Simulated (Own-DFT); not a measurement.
# Same atoms, different arrangement: As32Ga32, 64 atoms

These are calculations, not measurements. The program, named Own-DFT, is a retired in-house plane-wave density functional code that no person has reviewed. Each row is one single-point run on a periodic cell that was not relaxed, without spin or spin-orbit coupling.

Settings of every run: PBE; PseudoDojo norm-conserving scalar-relativistic files; cutoff 42 hartree; 3 x 3 x 3 k mesh centred on Gamma; Fermi-Dirac smearing of 0.1 eV.

Known limits, some of them of some rows only: not probed for a lower state with spin; forces on such cells failed a check on a denser k mesh; forces not confirmed at this smearing and k mesh; stress not checked against mesh or cutoff.

All cells hold the same atoms in the same cell, with vectors in Å (11.307, 0.000, 0.000); (0.000, 11.307, 0.000); (0.000, 0.000, 11.307). Every atom was moved at random from its ideal site; u is the rms move along one axis. The defect's site can differ from row to row. E is the free energy of the cell above the lowest run. The arrangements:

- A: zincblende GaAs
- B: zincblende GaAs, with one As on a Ga site and one Ga on an As site, 2.4 Å apart

| arrangement | u (Å) | E (eV) | P (GPa) |
|---|---|---|---|
| A | 0.0194 | 0.000 | 3.50 |
| A | 0.0200 | 0.127 | 3.53 |
| A | 0.0202 | 0.060 | 3.51 |
| A | 0.0461 | 1.868 | 3.91 |
| A | 0.0492 | 2.380 | 4.04 |
| A | 0.0509 | 2.243 | 3.95 |
| B | 0.0299 | 2.991 | 3.90 |
| B | 0.0301 | 3.092 | 3.90 |
| B | 0.0306 | 3.030 | 3.92 |
| B | 0.0455 | 4.518 | 4.23 |
| B | 0.0463 | 4.204 | 4.13 |
| B | 0.0472 | 4.165 | 4.18 |

Question: once the cost of the random moves is taken out, how do the arrangements rank?

## Worked answer

Fit E = a + b u², with one b for all and one a for each arrangement, and with residuals divided by u², since the noise grows with the moves. Then b = 1049 eV/Å², the scatter at u = 0.04 Å is 0.16 eV, and against A:

- B: 2.43 ± 0.06 eV (higher)

These are energies of unrelaxed cells. Relaxing the atoms lowers the strained arrangements most, so the gaps would shrink and small ones could change sign.
